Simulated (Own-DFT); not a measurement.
# Energy and forces against displacement in rutile TiO2, 72 atoms (O48Ti24)

These are calculations, not measurements. They come from Own-DFT, an in-house plane-wave density functional program, since retired, whose code no person has reviewed. Each row is one single-point run on a periodic cell that was not relaxed, without spin or spin-orbit coupling.

Settings of every run: PBE; PseudoDojo norm-conserving scalar-relativistic files; cutoff 72 hartree; 3 x 3 x 3 k mesh centred on Gamma; Fermi-Dirac smearing of 0.1 eV.

Known limits, some of them of some rows only: some atoms lie very close together; oxygen file: force components 24 meV/angstrom off all-electron in a glass; forces on such cells passed a denser k mesh, each cell not checked; stress not checked against mesh or cutoff.

Cell vectors in Å: (9.187, 0.000, 0.000); (0.000, 9.187, 0.000); (0.000, 0.000, 8.876). In each run every atom was moved at random and independently from its ideal site; u is the rms move along one axis. E is the free energy for each atom above the fitted value at u = 0, and F the rms of the force components.

```
run,u (Å),E (meV/atom),F (eV/Å),largest force (eV/Å),P (GPa)
1,0.0215,10.0,0.363,1.35,4.86
2,0.0217,?,?,?,?
3,0.0497,59.3,1.100,5.51,7.32
4,0.0498,53.3,0.974,4.91,6.65
5,0.0786,129.1,1.621,6.80,10.32
6,0.0864,163.4,1.919,7.46,12.36
7,0.1059,253.7,2.549,16.04,15.23
8,0.1399,425.9,3.427,14.73,20.12
```

## Worked fit

For small independent moves the energy grows as E = (3/2) K u², with K the mean stiffness felt by one atom. The runs with u up to 0.11 Å give K = 14.7 ± 0.4 eV/Å², with residuals divided by u² + 0.0006 Å², since the noise grows with the moves. The scatter is 3.1 meV/atom at u = 0.05 Å. The forces follow F = G u with G = 21.0 eV/Å²; no force at u = 0 is resolved. G exceeds K because the moves of its neighbours add to the force on an atom, and stiffness differs between atoms. The pressure follows P = 4.54 + 974 u² GPa: at fixed volume, shortened bonds push harder than stretched ones pull.

## Withheld run

Question: what energy and rms force should run 2 give?

The fit gives 10 ± 1 meV/atom and about 0.46 eV/Å. The calculation gave 12.3 meV/atom and 0.441 eV/Å.
